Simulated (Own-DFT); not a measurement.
# Same atoms, different arrangement: In32P32, 64 atoms

These are calculations, not measurements. They come from Own-DFT, an in-house plane-wave density functional program, since retired, whose code no person has reviewed. Each row is one single-point run on a periodic cell that was not relaxed, without spin or spin-orbit coupling.

Settings of every run: PBE; PseudoDojo norm-conserving scalar-relativistic files; cutoff 36 hartree; 3 x 3 x 3 k mesh centred on Gamma; Fermi-Dirac smearing of 0.1 eV.

Known limits, some of them of some rows only: not probed for a lower state with spin; forces on such cells moved up to 12 meV/angstrom on a denser k mesh; stress not checked against mesh or cutoff.

All cells hold the same atoms in the same cell, with vectors in Å (11.737, 0.000, 0.000); (0.000, 11.737, 0.000); (0.000, 0.000, 11.737). Every atom was moved at random from its ideal site; u is the rms move along one axis. The defect's site can differ from row to row. E is the free energy of the cell above the lowest run. The arrangements:

- A: zincblende InP
- B: zincblende InP, with one In on a P site and one P on an In site, 2.5 Å apart

| arrangement | u (Å) | E (eV) | P (GPa) |
|---|---|---|---|
| A | 0.0198 | 0.000 | 3.21 |
| A | 0.0203 | 0.039 | 3.22 |
| A | 0.0204 | 0.007 | 3.21 |
| A | 0.0461 | 1.792 | 3.55 |
| A | 0.0491 | 2.042 | 3.63 |
| A | 0.0543 | 2.247 | 3.61 |
| B | 0.0301 | 4.360 | 3.62 |
| B | 0.0311 | 4.721 | 3.71 |
| B | 0.0314 | 4.610 | 3.67 |
| B | 0.0451 | 5.367 | 3.82 |
| B | 0.0518 | 6.482 | 4.08 |
| B | 0.0563 | 6.166 | 4.02 |

Question: once the cost of the random moves is taken out, how do the arrangements rank?

## Worked answer

Fit E = a + b u², with one b for all and one a for each arrangement, and with residuals divided by u², since the noise grows with the moves. Then b = 940 eV/Å², the scatter at u = 0.04 Å is 0.18 eV, and against A:

- B: 4.01 ± 0.08 eV (higher)

These are energies of unrelaxed cells. Relaxing the atoms lowers the strained arrangements most, so the gaps would shrink and small ones could change sign.
